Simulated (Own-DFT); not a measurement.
# Point defects and the pressure they add: monoclinic HfO2

No measurement is shown. These are fixed-geometry runs of a retired plane-wave code named Own-DFT, which no person has reviewed; spin and spin-orbit coupling are neglected.

Common settings: PBE; PseudoDojo norm-conserving scalar-relativistic files; cutoff 72 hartree; 2 x 2 x 2 k mesh centred on Gamma; Fermi-Dirac smearing of 0.1 eV.

Limits (not all hold for every row): not probed for a lower state with spin; hafnium file: forces about 75 meV/angstrom off all-electron values; oxygen file: force components 24 meV/angstrom off all-electron in a glass; forces on such cells passed a denser k mesh, each cell not checked; stress not checked against mesh or cutoff.

All runs share one cell, with vectors in Å (10.234, 0.000, 0.000); (0.000, 10.350, 0.000); (-1.696, 0.000, 10.445) and a volume of 1106.4 Å³. The atoms are randomly displaced, by u rms on each axis. The defect's site can differ from row to row.

| cell | formula | u (Å) | P (GPa) |
|---|---|---|---|
| no defect | Hf32O64 | 0.0202 | 3.95 |
| no defect | Hf32O64 | 0.0207 | 4.02 |
| no defect | Hf32O64 | 0.0489 | 5.99 |
| two O vacancies | Hf32O62 | 0.0294 | 3.88 |
| two O vacancies | Hf32O62 | 0.0451 | 5.16 |
| two O vacancies | Hf32O62 | 0.0503 | 5.30 |
| one Si on a Hf site | Hf31O64Si | 0.0297 | 2.90 |
| one Si on a Hf site | Hf31O64Si | 0.0305 | 3.16 |
| one Si on a Hf site | Hf31O64Si | 0.0482 | ? |
| one Si on a Hf site | Hf31O64Si | 0.0505 | 5.01 |

## Working it out

P = P0 + c u² + a shift for each defect gives P0 = 3.53 GPa, c = 1044 ± 73 GPa/Å² and a scatter of 0.18 GPa. The shifts, and each times the cell's volume:

- two O vacancies: -0.64 ± 0.15 GPa, -4.4 eV (-2.2 eV for each of its 2 sites)
- one Si on a Hf site: -1.36 ± 0.15 GPa, -9.4 eV

Positive is outwards. The product with the volume (160.2 GPa Å³ to the eV) is nearly free of the cell's size; divided by the bulk modulus at the cell's pressure it gives the volume that the defect adds. The atoms around the defects weren't relaxed, which would change these numbers.

## Withheld run

The question: what pressure belongs in the blank (one Si on a Hf site, u = 0.0482 Å)?

Estimate: 4.60 ± 0.21 GPa. The calculation gave 4.23 GPa.
